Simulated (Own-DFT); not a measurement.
## Calculated data, GaP (zincblende, strongly disordered by large displacements), InAs (zincblende, strongly disordered by large displacements)

All values are calculated (Own-DFT development build). A calculation, not a measurement: plane-wave PBE density functional theory by an unreviewed code, no spin, of a simulated periodic cell, stress positive in tension, free energy of the whole cell less one offset for each atom, forces on such cells passed a denser k mesh, this cell's mesh not checked; broken bonds can close the gap or carry spin, so checks made on this kind of crystal may not hold here; offsets are fitted by least squares, one for each functional and potential file, so energies compare only between cells with the same atoms and settings and are not formation energies; the far tail of each file's local potential was reset to the Coulomb form; each entry is a single point on an unrelaxed cell, so the pressure reflects the starting lattice, mostly measured values (interpolated for alloys), from which strain is counted, and rises with the displacements; printed positions are rounded, which can move forces by about a meV/angstrom; the program, named Own-DFT, is a retired in-house code; no spin-orbit coupling.

Common to all runs: functional PBE; potential files PseudoDojo norm-conserving, scalar-relativistic, standard set; wave cutoff 42 hartree; occupations Fermi-Dirac; smearing width 0.1 eV; k mesh 3 x 3 x 3 centred on Gamma.

(1) GaP (zincblende, strongly disordered by large displacements)

```cif
# cell vector a (Å): 10.9010 0.0000 0.0000
# cell vector b (Å): 0.0000 10.9010 0.0000
# cell vector c (Å): 0.0000 0.0000 10.9010
data_GaP
_symmetry_space_group_name_H-M 'P 1'
_symmetry_Int_Tables_number 1
_cell_length_a 10.9010
_cell_length_b 10.9010
_cell_length_c 10.9010
_cell_angle_alpha 90.000
_cell_angle_beta 90.000
_cell_angle_gamma 90.000
_cell_volume 1295.39
loop_
_atom_site_label
_atom_site_type_symbol
_atom_site_fract_x
_atom_site_fract_y
_atom_site_fract_z
_atom_site_occupancy
Ga1 Ga 0.97328 0.03226 0.99726 1
Ga2 Ga 0.00793 0.27793 0.20977 1
Ga3 Ga 0.20917 0.00901 0.25934 1
Ga4 Ga 0.20669 0.23550 0.98356 1
P1 P 0.12696 0.09733 0.12381 1
P2 P 0.08360 0.26628 0.37986 1
P3 P 0.38454 0.16410 0.39626 1
P4 P 0.33971 0.31082 0.16312 1
Ga5 Ga 0.96743 0.05259 0.45593 1
Ga6 Ga 0.02008 0.24917 0.75599 1
Ga7 Ga 0.24878 0.00689 0.71590 1
Ga8 Ga 0.26132 0.29457 0.40312 1
P5 P 0.14054 0.17136 0.64178 1
P6 P 0.12829 0.37697 0.87064 1
P7 P 0.36934 0.14074 0.88196 1
P8 P 0.35366 0.37830 0.63155 1
Ga9 Ga 0.99901 0.50717 0.01694 1
Ga10 Ga 0.02033 0.73559 0.27197 1
Ga11 Ga 0.28925 0.46849 0.24262 1
Ga12 Ga 0.25767 0.77666 0.00073 1
P9 P 0.12514 0.63543 0.16386 1
P10 P 0.12879 0.85827 0.34867 1
P11 P 0.33649 0.63932 0.34567 1
P12 P 0.36528 0.90954 0.16091 1
Ga13 Ga 0.99062 0.52999 0.48042 1
Ga14 Ga 0.04319 0.74321 0.76082 1
Ga15 Ga 0.25202 0.46429 0.77066 1
Ga16 Ga 0.23304 0.77820 0.51930 1
P13 P 0.13784 0.62373 0.65969 1
P14 P 0.12569 0.86412 0.91207 1
P15 P 0.37025 0.59457 0.80936 1
P16 P 0.35372 0.85597 0.63028 1
Ga17 Ga 0.47688 0.99139 0.99324 1
Ga18 Ga 0.48335 0.22427 0.25645 1
Ga19 Ga 0.73714 0.95272 0.22868 1
Ga20 Ga 0.69572 0.19678 0.02122 1
P17 P 0.57229 0.11121 0.14803 1
P18 P 0.61241 0.42605 0.37778 1
P19 P 0.83272 0.06155 0.33798 1
P20 P 0.87480 0.38962 0.10680 1
Ga21 Ga 0.52338 0.96546 0.52896 1
Ga22 Ga 0.49670 0.20516 0.76989 1
Ga23 Ga 0.73975 0.98449 0.77418 1
Ga24 Ga 0.74898 0.25849 0.42230 1
P21 P 0.59923 0.11548 0.64947 1
P22 P 0.61726 0.32179 0.91565 1
P23 P 0.87496 0.15447 0.90600 1
P24 P 0.87253 0.37647 0.63694 1
Ga25 Ga 0.52210 0.47686 0.95932 1
Ga26 Ga 0.49592 0.75815 0.26567 1
Ga27 Ga 0.74468 0.46588 0.26011 1
Ga28 Ga 0.74267 0.73526 0.02273 1
P25 P 0.64435 0.62303 0.13859 1
P26 P 0.61437 0.85424 0.41815 1
P27 P 0.85196 0.63567 0.34992 1
P28 P 0.84317 0.83523 0.14212 1
Ga29 Ga 0.46036 0.51028 0.53206 1
Ga30 Ga 0.51834 0.70865 0.72601 1
Ga31 Ga 0.72932 0.54758 0.75645 1
Ga32 Ga 0.73979 0.77993 0.53977 1
P29 P 0.60608 0.63657 0.58446 1
P30 P 0.60527 0.84234 0.91348 1
P31 P 0.88683 0.65547 0.88804 1
P32 P 0.93507 0.90076 0.63868 1
```

| Property | Result |
| --- | --- |
| hardware | one NVIDIA H100 |
| free energy of cell above offsets | 22.761 eV |
| pressure | 15.58 GPa |
| stress xx | -17.26 GPa |
| stress yy | -14.51 GPa |
| stress zz | -14.96 GPa |
| stress yz | -1.43 GPa |
| stress xz | 1.97 GPa |
| stress xy | 0.79 GPa |
| wall time | 618.3 s |

Force:
| element | x (eV/Å) | y (eV/Å) | z (eV/Å) |
| --- | --- | --- | --- |
| Ga | 2.822 | -5.641 | 3.003 |
| Ga | -0.721 | -0.905 | -2.877 |
| Ga | 4.248 | -0.27 | 3.428 |
| Ga | 2.03 | -1.221 | 1.848 |
| P | -3.78 | 3.763 | -4.366 |
| P | -4.885 | -0.094 | 3.808 |
| P | 1.501 | -8.488 | 4.79 |
| P | -1.461 | -0.828 | -4.702 |
| Ga | 6.01 | -0.988 | 5.004 |
| Ga | -5.162 | 1.762 | 1.593 |
| Ga | -0.706 | 0.975 | 2.235 |
| Ga | 0.594 | 4.875 | 1.952 |
| P | 2.73 | -3.167 | -4.097 |
| P | -4.826 | 0.09 | 4.306 |
| P | -4.542 | -3.544 | 2.539 |
| P | 0.93 | -3.917 | -1.868 |
| Ga | 2.063 | 2.697 | -1.476 |
| Ga | -7.408 | -0.587 | 0.198 |
| Ga | -1.779 | 4.614 | 0.996 |
| Ga | 4.023 | -3.311 | 3.715 |
| P | 4.254 | -4.928 | -5.566 |
| P | 1.443 | 3.47 | 5.408 |
| P | 0.965 | -0.323 | 2.293 |
| P | 1.032 | -1.817 | -1.494 |
| Ga | -0.46 | -1.118 | 1.84 |
| Ga | -3.358 | 3.556 | 2.638 |
| Ga | -1.542 | 0.036 | -3.055 |
| Ga | -3.696 | -3.513 | -3.719 |
| P | 1.908 | -3.446 | -4.868 |
| P | -4.189 | 4.027 | -3.489 |
| P | 3.982 | 4.369 | 5.027 |
| P | 5.27 | 2.376 | 2.725 |
| Ga | -0.715 | 0.048 | 0.456 |
| Ga | 2.703 | 4.771 | 1.015 |
| Ga | -6.955 | 0.907 | 0.044 |
| Ga | 4.355 | -1.975 | 2.187 |
| P | 4.382 | -5.793 | -2.322 |
| P | -4.143 | -3.496 | 3.206 |
| P | -1.67 | 6.116 | -0.298 |
| P | -2.971 | -2.451 | 0.909 |
| Ga | -4.367 | 3.96 | 3.193 |
| Ga | 0.569 | 5.307 | -0.292 |
| Ga | 0.712 | 0.266 | -0.071 |
| Ga | 0.238 | -0.265 | 1.822 |
| P | 4.762 | -2.55 | -3.669 |
| P | -0.701 | 2.014 | -5.297 |
| P | -3.576 | 2.303 | -3.388 |
| P | -0.372 | 0.515 | -1.055 |
| Ga | -2.046 | 4.296 | 1.415 |
| Ga | 0.05 | -0.595 | -0.901 |
| Ga | 4.097 | 2.677 | -4.115 |
| Ga | 0.212 | -0.646 | -4.473 |
| P | -3.874 | -3.002 | 1.559 |
| P | 0.517 | -1.119 | -6.644 |
| P | 0.342 | 0.295 | 1.74 |
| P | 6.892 | 0.315 | -0.266 |
| Ga | -0.649 | 0.494 | -2.733 |
| Ga | -2.808 | 3.943 | 5.168 |
| Ga | 1.526 | -1.497 | -0.092 |
| Ga | 5.575 | -0.448 | 1.179 |
| P | 3.925 | -2.426 | -2.163 |
| P | -0.263 | 0.809 | -2.874 |
| P | -0.596 | -1.233 | -0.759 |
| P | -2.443 | -0.041 | -0.252 |

(2) GaP (zincblende, strongly disordered by large displacements)

```cif
# cell vector a (Å): 10.9010 0.0000 0.0000
# cell vector b (Å): 0.0000 10.9010 0.0000
# cell vector c (Å): 0.0000 0.0000 10.9010
data_GaP
_symmetry_space_group_name_H-M 'P 1'
_symmetry_Int_Tables_number 1
_cell_length_a 10.9010
_cell_length_b 10.9010
_cell_length_c 10.9010
_cell_angle_alpha 90.000
_cell_angle_beta 90.000
_cell_angle_gamma 90.000
_cell_volume 1295.39
loop_
_atom_site_label
_atom_site_type_symbol
_atom_site_fract_x
_atom_site_fract_y
_atom_site_fract_z
_atom_site_occupancy
Ga1 Ga 0.99121 0.98228 0.97287 1
Ga2 Ga 0.04344 0.20467 0.23947 1
Ga3 Ga 0.28216 0.99264 0.25511 1
Ga4 Ga 0.23391 0.27391 0.04155 1
P1 P 0.06899 0.15973 0.07486 1
P2 P 0.15845 0.37944 0.40302 1
P3 P 0.39899 0.10132 0.37673 1
P4 P 0.42425 0.41699 0.14190 1
Ga5 Ga 0.98585 0.99072 0.51641 1
Ga6 Ga 0.95787 0.30802 0.72400 1
Ga7 Ga 0.24774 0.04830 0.79975 1
Ga8 Ga 0.27257 0.22422 0.50934 1
P5 P 0.09007 0.09345 0.61016 1
P6 P 0.12002 0.38618 0.86900 1
P7 P 0.37658 0.15338 0.84587 1
P8 P 0.38463 0.35265 0.66327 1
Ga9 Ga 0.97940 0.49034 0.00785 1
Ga10 Ga 0.01133 0.77801 0.25958 1
Ga11 Ga 0.25344 0.50972 0.27979 1
Ga12 Ga 0.25178 0.73452 0.99827 1
P9 P 0.10866 0.62710 0.09851 1
P10 P 0.14106 0.85473 0.39240 1
P11 P 0.38157 0.58071 0.37097 1
P12 P 0.32200 0.84235 0.14121 1
Ga13 Ga 0.00777 0.47440 0.49574 1
Ga14 Ga 0.03903 0.73178 0.69470 1
Ga15 Ga 0.23177 0.49777 0.75988 1
Ga16 Ga 0.23222 0.75820 0.51260 1
P13 P 0.15033 0.61082 0.64223 1
P14 P 0.19694 0.89814 0.88634 1
P15 P 0.36028 0.62500 0.88487 1
P16 P 0.37436 0.87769 0.61310 1
Ga17 Ga 0.51063 0.95854 0.03376 1
Ga18 Ga 0.44476 0.23725 0.23578 1
Ga19 Ga 0.76066 0.99288 0.20588 1
Ga20 Ga 0.78423 0.25220 0.00631 1
P17 P 0.59284 0.14108 0.09798 1
P18 P 0.60734 0.35344 0.34579 1
P19 P 0.87059 0.09813 0.41884 1
P20 P 0.89392 0.36784 0.16257 1
Ga21 Ga 0.50417 0.97838 0.43668 1
Ga22 Ga 0.59389 0.26996 0.76917 1
Ga23 Ga 0.71483 0.92333 0.70072 1
Ga24 Ga 0.70494 0.23953 0.53217 1
P21 P 0.63686 0.14312 0.66037 1
P22 P 0.61420 0.39818 0.92517 1
P23 P 0.88014 0.12418 0.86792 1
P24 P 0.83321 0.39490 0.64225 1
Ga25 Ga 0.48506 0.49250 0.98996 1
Ga26 Ga 0.46245 0.75605 0.28249 1
Ga27 Ga 0.69070 0.51566 0.26396 1
Ga28 Ga 0.71508 0.74027 0.01494 1
P25 P 0.66269 0.61957 0.12980 1
P26 P 0.66166 0.88437 0.36136 1
P27 P 0.83149 0.61161 0.28691 1
P28 P 0.91367 0.92325 0.11526 1
Ga29 Ga 0.49451 0.47867 0.49539 1
Ga30 Ga 0.50662 0.83527 0.71547 1
Ga31 Ga 0.73711 0.53135 0.73655 1
Ga32 Ga 0.75058 0.78010 0.51355 1
P29 P 0.59206 0.64306 0.57730 1
P30 P 0.65951 0.87664 0.86423 1
P31 P 0.89484 0.60394 0.88208 1
P32 P 0.87725 0.93729 0.64418 1
```

| Property | Result |
| --- | --- |
| hardware | one NVIDIA H100 |
| free energy of cell above offsets | 37.405 eV |
| pressure | 17.95 GPa |
| stress xx | -17.57 GPa |
| stress yy | -16.74 GPa |
| stress zz | -19.54 GPa |
| stress yz | 3.94 GPa |
| stress xz | 0.33 GPa |
| stress xy | 0.08 GPa |
| wall time | 632.2 s |

Force:
| element | x (eV/Å) | y (eV/Å) | z (eV/Å) |
| --- | --- | --- | --- |
| Ga | 5.293 | 2.161 | -7.847 |
| Ga | -2.305 | 3.028 | 10.34 |
| Ga | -2.867 | 1.138 | 0.8 |
| Ga | 1.972 | 0.968 | -1.813 |
| P | 1.417 | -2.509 | -7.532 |
| P | 0.009 | -3.016 | -1.026 |
| P | -5.735 | 6.863 | -1.304 |
| P | -4.956 | -2.388 | 5 |
| Ga | 2.82 | -5.042 | -8.458 |
| Ga | 7.66 | -6.317 | 5.601 |
| Ga | -4.863 | -0.684 | -5.974 |
| Ga | -0.894 | 0.002 | 1.391 |
| P | 7.309 | 7.446 | 5.879 |
| P | -2.209 | -2.363 | 1.762 |
| P | 6.451 | 5.881 | 3.249 |
| P | 0.155 | 0 | -0.651 |
| Ga | 1.438 | -2.523 | 1.729 |
| Ga | -1.098 | -1.795 | -2.501 |
| Ga | -6.52 | -2.686 | -7.025 |
| Ga | -2.202 | -0.739 | -0.614 |
| P | -0.057 | 0.225 | 3.153 |
| P | -3.119 | 4.809 | -3.38 |
| P | 4.701 | 6.727 | 4.236 |
| P | 3.852 | 0.377 | 0.574 |
| Ga | -2.035 | 1.625 | 0.542 |
| Ga | -7.114 | 7.04 | 4.815 |
| Ga | 5.049 | -2.032 | 2.218 |
| Ga | 4.375 | -4.32 | 3.509 |
| P | 2.569 | -3.201 | -7.376 |
| P | -4.653 | -4.129 | 1.683 |
| P | 2.727 | -1.207 | -2.463 |
| P | -6.336 | 3.756 | -5.612 |
| Ga | -0.406 | -0.028 | -0.725 |
| Ga | 2.247 | 0.302 | -1.031 |
| Ga | -2.81 | 2.608 | 1.74 |
| Ga | -0.869 | 0.389 | 0.883 |
| P | 1.266 | -0.601 | 0.684 |
| P | -0.324 | -1.882 | 2.34 |
| P | -3.139 | 3.634 | -4.861 |
| P | -0.352 | -0.342 | -0.172 |
| Ga | 4.064 | -6.075 | 4.823 |
| Ga | -3.994 | 5.873 | 5.133 |
| Ga | -5.541 | 2.237 | -2.662 |
| Ga | 4.352 | 4.75 | -7.486 |
| P | -1.414 | -11.38 | 0.205 |
| P | 8.755 | -4.81 | -4.475 |
| P | -0.4 | 0.966 | -1.529 |
| P | -4.082 | 1.937 | -7.331 |
| Ga | -4.784 | 7.419 | -1.705 |
| Ga | 1.208 | -0.086 | -0.009 |
| Ga | -4.991 | -10.17 | 5.598 |
| Ga | 4.097 | 4.59 | -5.465 |
| P | -5.341 | 0.787 | -2.451 |
| P | -0.303 | -0.616 | -1.707 |
| P | 9.372 | 5.7 | 2.643 |
| P | -2.295 | -5.694 | 6.672 |
| Ga | 0.77 | -2.369 | 1.391 |
| Ga | 6.174 | -4.03 | 5.035 |
| Ga | -2.098 | 2.848 | 2.276 |
| Ga | 0.72 | -1.552 | 0.109 |
| P | 1.676 | 0.49 | 2.387 |
| P | -3.743 | -1.714 | 6.706 |
| P | -2.925 | 3.949 | -3.113 |
| P | 4.28 | -4.227 | 3.194 |

(3) GaP (zincblende, strongly disordered by large displacements)

```cif
# cell vector a (Å): 10.9010 0.0000 0.0000
# cell vector b (Å): 0.0000 10.9010 0.0000
# cell vector c (Å): 0.0000 0.0000 10.9010
data_GaP
_symmetry_space_group_name_H-M 'P 1'
_symmetry_Int_Tables_number 1
_cell_length_a 10.9010
_cell_length_b 10.9010
_cell_length_c 10.9010
_cell_angle_alpha 90.000
_cell_angle_beta 90.000
_cell_angle_gamma 90.000
_cell_volume 1295.39
loop_
_atom_site_label
_atom_site_type_symbol
_atom_site_fract_x
_atom_site_fract_y
_atom_site_fract_z
_atom_site_occupancy
Ga1 Ga 0.00439 0.98391 0.96944 1
Ga2 Ga 0.01522 0.23780 0.28337 1
Ga3 Ga 0.26988 0.08663 0.23841 1
Ga4 Ga 0.25608 0.26311 0.95894 1
P1 P 0.11317 0.05692 0.14656 1
P2 P 0.14472 0.39373 0.38900 1
P3 P 0.34445 0.10856 0.41319 1
P4 P 0.36852 0.36842 0.14937 1
Ga5 Ga 0.01632 0.99240 0.46987 1
Ga6 Ga 0.04134 0.22477 0.76781 1
Ga7 Ga 0.19447 0.95495 0.77243 1
Ga8 Ga 0.37146 0.24088 0.52123 1
P5 P 0.10738 0.07516 0.64879 1
P6 P 0.08806 0.36909 0.84711 1
P7 P 0.38665 0.13507 0.87245 1
P8 P 0.35143 0.42533 0.58899 1
Ga9 Ga 0.03145 0.45832 0.01280 1
Ga10 Ga 0.02363 0.70277 0.24110 1
Ga11 Ga 0.21204 0.43651 0.16277 1
Ga12 Ga 0.29754 0.75552 0.00101 1
P9 P 0.12419 0.65150 0.10728 1
P10 P 0.12946 0.83069 0.29963 1
P11 P 0.33988 0.64998 0.34606 1
P12 P 0.35832 0.93715 0.08748 1
Ga13 Ga 0.93940 0.50713 0.52558 1
Ga14 Ga 0.01424 0.71245 0.75521 1
Ga15 Ga 0.30750 0.47188 0.75131 1
Ga16 Ga 0.21704 0.73493 0.45143 1
P13 P 0.14266 0.64829 0.61225 1
P14 P 0.08750 0.86993 0.87414 1
P15 P 0.39878 0.65812 0.84813 1
P16 P 0.37553 0.87047 0.58780 1
Ga17 Ga 0.47331 0.99660 0.97550 1
Ga18 Ga 0.51099 0.29673 0.26411 1
Ga19 Ga 0.73027 0.05751 0.31401 1
Ga20 Ga 0.71265 0.24833 0.04374 1
P17 P 0.61711 0.10971 0.07903 1
P18 P 0.64316 0.35050 0.37071 1
P19 P 0.93474 0.15546 0.40558 1
P20 P 0.85310 0.35383 0.18307 1
Ga21 Ga 0.48825 0.01290 0.49903 1
Ga22 Ga 0.45669 0.23969 0.74307 1
Ga23 Ga 0.77582 0.99656 0.70434 1
Ga24 Ga 0.75810 0.25897 0.46464 1
P21 P 0.60749 0.08840 0.62194 1
P22 P 0.59696 0.33558 0.89041 1
P23 P 0.88042 0.15877 0.92013 1
P24 P 0.90933 0.35301 0.58929 1
Ga25 Ga 0.52440 0.50771 0.98002 1
Ga26 Ga 0.48023 0.75692 0.26809 1
Ga27 Ga 0.74090 0.51750 0.23679 1
Ga28 Ga 0.76898 0.73800 0.98860 1
P25 P 0.57466 0.60471 0.12537 1
P26 P 0.64428 0.89057 0.34528 1
P27 P 0.87487 0.59075 0.36718 1
P28 P 0.83889 0.86474 0.07447 1
Ga29 Ga 0.54826 0.47423 0.44051 1
Ga30 Ga 0.45128 0.75865 0.69295 1
Ga31 Ga 0.71921 0.48419 0.75079 1
Ga32 Ga 0.73300 0.74219 0.47460 1
P29 P 0.59287 0.62572 0.59738 1
P30 P 0.61677 0.91596 0.87764 1
P31 P 0.85752 0.61700 0.90603 1
P32 P 0.89633 0.88051 0.68152 1
```

| Property | Result |
| --- | --- |
| hardware | one NVIDIA H100 |
| free energy of cell above offsets | 45.633 eV |
| pressure | 20.14 GPa |
| stress xx | -17.45 GPa |
| stress yy | -23.53 GPa |
| stress zz | -19.44 GPa |
| stress yz | -1.27 GPa |
| stress xz | 2.06 GPa |
| stress xy | 1.02 GPa |
| wall time | 638.7 s |

Force:
| element | x (eV/Å) | y (eV/Å) | z (eV/Å) |
| --- | --- | --- | --- |
| Ga | -6.29 | 6.926 | 6.22 |
| Ga | 6.357 | 5.857 | -8.914 |
| Ga | 2.615 | 0.051 | -1.434 |
| Ga | -0.86 | 0.632 | 1.465 |
| P | -4.185 | 1.626 | -1.589 |
| P | -0.299 | -0.344 | -1.385 |
| P | -1.75 | -3.956 | -4.041 |
| P | 7.318 | -3.152 | -3.211 |
| Ga | 1.072 | -3.418 | 1.047 |
| Ga | -4.453 | -7.574 | -4.196 |
| Ga | 8.584 | 4.202 | -5.307 |
| Ga | -0.007 | 5.555 | 4.73 |
| P | 0.164 | 1.761 | -2.292 |
| P | 5.147 | 7.396 | 2.422 |
| P | -4.802 | -2.539 | 1.423 |
| P | 2.306 | -1.114 | -7.578 |
| Ga | -2.279 | 1.488 | 2.589 |
| Ga | -9.766 | -2.88 | 3.655 |
| Ga | -9.101 | 4.224 | 3.028 |
| Ga | -1.859 | 0.467 | 0.688 |
| P | 5.067 | -3.619 | -7.145 |
| P | 3.21 | 7.75 | 2.564 |
| P | 2.798 | -5.113 | -2.265 |
| P | -5.961 | -4.561 | 7.739 |
| Ga | 4.548 | 7.844 | -1.442 |
| Ga | -1.716 | -0.245 | 0.876 |
| Ga | -3.105 | 2.788 | 7.891 |
| Ga | -1.53 | 2.853 | 3.43 |
| P | -1.105 | -2.757 | 1.204 |
| P | 0.723 | -12.2 | 1.576 |
| P | -0.538 | -3.342 | 2.495 |
| P | -6.395 | 5.051 | -4.332 |
| Ga | 5.674 | 2.204 | -3.605 |
| Ga | -3.948 | -4.047 | -4.206 |
| Ga | 1.503 | 2.881 | -1.897 |
| Ga | 6.347 | 7.036 | -1.426 |
| P | -4.151 | -6.837 | 5.098 |
| P | 4.571 | -0.55 | -4.486 |
| P | -7.439 | -4.871 | 7.151 |
| P | 0.913 | -0.4 | -2.448 |
| Ga | 1.253 | -3.76 | -2.414 |
| Ga | 3.355 | 3.106 | -4.556 |
| Ga | -7.608 | 6.638 | 2.827 |
| Ga | 4.986 | -4.836 | 5.934 |
| P | 2.97 | 3.882 | 2.459 |
| P | 0.629 | 1.56 | -2.096 |
| P | 0.593 | -0.751 | -1.697 |
| P | -2.917 | -9.015 | 5.449 |
| Ga | -2.092 | -2.328 | -4.118 |
| Ga | 1.798 | 1.777 | -1.742 |
| Ga | -1.5 | -0.028 | -1.103 |
| Ga | -9.668 | -0.961 | -0.929 |
| P | 2.925 | 3.741 | 4.606 |
| P | -2.409 | -3.317 | 1.09 |
| P | -0.536 | 4.037 | -1.596 |
| P | 4.84 | 8.747 | 6.725 |
| Ga | -6.868 | 8.918 | 5.334 |
| Ga | 5.383 | -4.184 | 3.749 |
| Ga | 0.609 | 0.33 | 0.221 |
| Ga | 0.663 | 0.047 | 0.526 |
| P | 1.585 | -1.138 | -0.012 |
| P | 2.958 | -2.293 | -2.529 |
| P | 5.19 | -8.387 | -6.448 |
| P | 6.484 | -6.859 | -3.772 |

(4) InAs (zincblende, strongly disordered by large displacements)

```cif
# cell vector a (Å): 12.1166 0.0000 0.0000
# cell vector b (Å): 0.0000 12.1166 0.0000
# cell vector c (Å): 0.0000 0.0000 12.1166
data_InAs
_symmetry_space_group_name_H-M 'P 1'
_symmetry_Int_Tables_number 1
_cell_length_a 12.1166
_cell_length_b 12.1166
_cell_length_c 12.1166
_cell_angle_alpha 90.000
_cell_angle_beta 90.000
_cell_angle_gamma 90.000
_cell_volume 1778.86
loop_
_atom_site_label
_atom_site_type_symbol
_atom_site_fract_x
_atom_site_fract_y
_atom_site_fract_z
_atom_site_occupancy
In1 In 0.99209 0.99669 0.01162 1
In2 In 0.99407 0.21730 0.24499 1
In3 In 0.24842 0.02859 0.24382 1
In4 In 0.24901 0.23498 0.00264 1
As1 As 0.10985 0.12513 0.13395 1
As2 As 0.12919 0.34811 0.37940 1
As3 As 0.37483 0.14590 0.34766 1
As4 As 0.35786 0.37435 0.14840 1
In5 In 0.02136 0.01038 0.50350 1
In6 In 0.00169 0.24702 0.75138 1
In7 In 0.26175 0.01080 0.74159 1
In8 In 0.27139 0.26706 0.49549 1
As5 As 0.13136 0.12606 0.61604 1
As6 As 0.11959 0.36003 0.89966 1
As7 As 0.37808 0.10349 0.87257 1
As8 As 0.36820 0.37000 0.63112 1
In9 In 0.02417 0.49288 0.98227 1
In10 In 0.99897 0.74963 0.23091 1
In11 In 0.24569 0.47564 0.23592 1
In12 In 0.23748 0.72749 0.00766 1
As9 As 0.12936 0.63434 0.13241 1
As10 As 0.12409 0.87160 0.32314 1
As11 As 0.36050 0.59763 0.38359 1
As12 As 0.34422 0.87910 0.13734 1
In13 In 0.01348 0.50253 0.50977 1
In14 In 0.01633 0.76314 0.76701 1
In15 In 0.24522 0.50417 0.73371 1
In16 In 0.28553 0.71919 0.52734 1
As13 As 0.10705 0.63208 0.64042 1
As14 As 0.12669 0.86838 0.89881 1
As15 As 0.39196 0.62694 0.85555 1
As16 As 0.39011 0.85912 0.61167 1
In17 In 0.50461 0.02152 0.97960 1
In18 In 0.51616 0.28659 0.27955 1
In19 In 0.74688 0.01500 0.23134 1
In20 In 0.77415 0.24316 0.04323 1
As17 As 0.60982 0.12444 0.12472 1
As18 As 0.63392 0.36593 0.38796 1
As19 As 0.88130 0.12564 0.36858 1
As20 As 0.87794 0.32940 0.14705 1
In21 In 0.48781 0.99724 0.48613 1
In22 In 0.48562 0.27062 0.76017 1
In23 In 0.75706 0.96125 0.76959 1
In24 In 0.73366 0.24452 0.51633 1
As21 As 0.60948 0.11211 0.63406 1
As22 As 0.65026 0.34436 0.88179 1
As23 As 0.88653 0.13979 0.90210 1
As24 As 0.87881 0.38661 0.61921 1
In25 In 0.50581 0.50231 0.95276 1
In26 In 0.49880 0.74025 0.26456 1
In27 In 0.76466 0.50087 0.27335 1
In28 In 0.73068 0.76141 0.00201 1
As25 As 0.62565 0.62197 0.13645 1
As26 As 0.62021 0.90807 0.34388 1
As27 As 0.86838 0.61044 0.35526 1
As28 As 0.85799 0.87756 0.12582 1
In29 In 0.49116 0.50114 0.50429 1
In30 In 0.49951 0.75790 0.77034 1
In31 In 0.73486 0.51145 0.76593 1
In32 In 0.75709 0.74515 0.49493 1
As29 As 0.63496 0.61946 0.60264 1
As30 As 0.61833 0.88658 0.90066 1
As31 As 0.88281 0.64641 0.89835 1
As32 As 0.86702 0.87385 0.62414 1
```

| Item | Value |
| --- | --- |
| hardware | one NVIDIA H200 |
| free energy of cell above offsets | -3.582 eV |
| pressure | 8.55 GPa |
| stress xx | -9.31 GPa |
| stress yy | -8.41 GPa |
| stress zz | -7.93 GPa |
| stress yz | -1.78 GPa |
| stress xz | -1.89 GPa |
| stress xy | -0.36 GPa |
| wall time | 1334 s |

Force:
| element | x (eV/Å) | y (eV/Å) | z (eV/Å) |
| --- | --- | --- | --- |
| In | 0.303 | -0.537 | -0.058 |
| In | 1.515 | 2.147 | 3.125 |
| In | -0.301 | -1.166 | 0.14 |
| In | 0.712 | -0.348 | 1.047 |
| As | 2.796 | -1.582 | -3.781 |
| As | -1.72 | 1.919 | -0.783 |
| As | 0.919 | -0.336 | 2.224 |
| As | 6.309 | -4.766 | -5.76 |
| In | -1.964 | -2.527 | -2.489 |
| In | -0.437 | 0.34 | -0.459 |
| In | -1.449 | -2.245 | -1.091 |
| In | -0.652 | -2.433 | -0.809 |
| As | 1.62 | 1.844 | 1.597 |
| As | 2.847 | -2.407 | -3.975 |
| As | -2.269 | 4.241 | -1.366 |
| As | 0.766 | 1.775 | 0.391 |
| In | -3.32 | 3.962 | 3.313 |
| In | -2.783 | -0.095 | 0.372 |
| In | -5.74 | 4.714 | 4.532 |
| In | 3.101 | 1.998 | -1.886 |
| As | -1.112 | -4.245 | 0.956 |
| As | 1.357 | 1.202 | 3.522 |
| As | 0.064 | 0.49 | -1.941 |
| As | 2.081 | -1.114 | -1.142 |
| In | -0.328 | -0.789 | -2.086 |
| In | -2.228 | 0.432 | -0.381 |
| In | -0.416 | -0.264 | 1.507 |
| In | -2.972 | -0.657 | -0.868 |
| As | 1.501 | 0.211 | -0.962 |
| As | 1.158 | 1.799 | -0.642 |
| As | -4.577 | -0.91 | 0.874 |
| As | 0.461 | 2.24 | 2.081 |
| In | 0.473 | -1.225 | 4.457 |
| In | -4.134 | -3.252 | -5.205 |
| In | 1.37 | 0.721 | 0.545 |
| In | -6.996 | -4.734 | -5.815 |
| As | -0.401 | 1.948 | 0.241 |
| As | 3.221 | 4.284 | 3.158 |
| As | -2.559 | -1.731 | 3.249 |
| As | 3.763 | 9.699 | 4.084 |
| In | 0.463 | 1.237 | -0.591 |
| In | 1.554 | -2.059 | 0.651 |
| In | 0.064 | 2.607 | -0.04 |
| In | 1.699 | -1.152 | 0.701 |
| As | -0.013 | 0.04 | 0.624 |
| As | -0.743 | 0.954 | -0.099 |
| As | -0.565 | -1.351 | -2.224 |
| As | -1.004 | -0.884 | 1.387 |
| In | 1.946 | -2.043 | 3.106 |
| In | -0.768 | 0.813 | -0.38 |
| In | -5.811 | -6.564 | -5.54 |
| In | 1.184 | -1.956 | 1.892 |
| As | -0.238 | -0.912 | -0.888 |
| As | -0.714 | -2.637 | 2.088 |
| As | 6.957 | 6.66 | 5.361 |
| As | 0.681 | -0.616 | -0.33 |
| In | 1.095 | -1.08 | 0.354 |
| In | 2.637 | 2.111 | -2.565 |
| In | 1.383 | -0.052 | -0.299 |
| In | -0.095 | 1.044 | -1.581 |
| As | -0.98 | 0.172 | 2.043 |
| As | -0.326 | -1.397 | -2.208 |
| As | -0.492 | -1.227 | -0.821 |
| As | 2.106 | -0.311 | -0.555 |
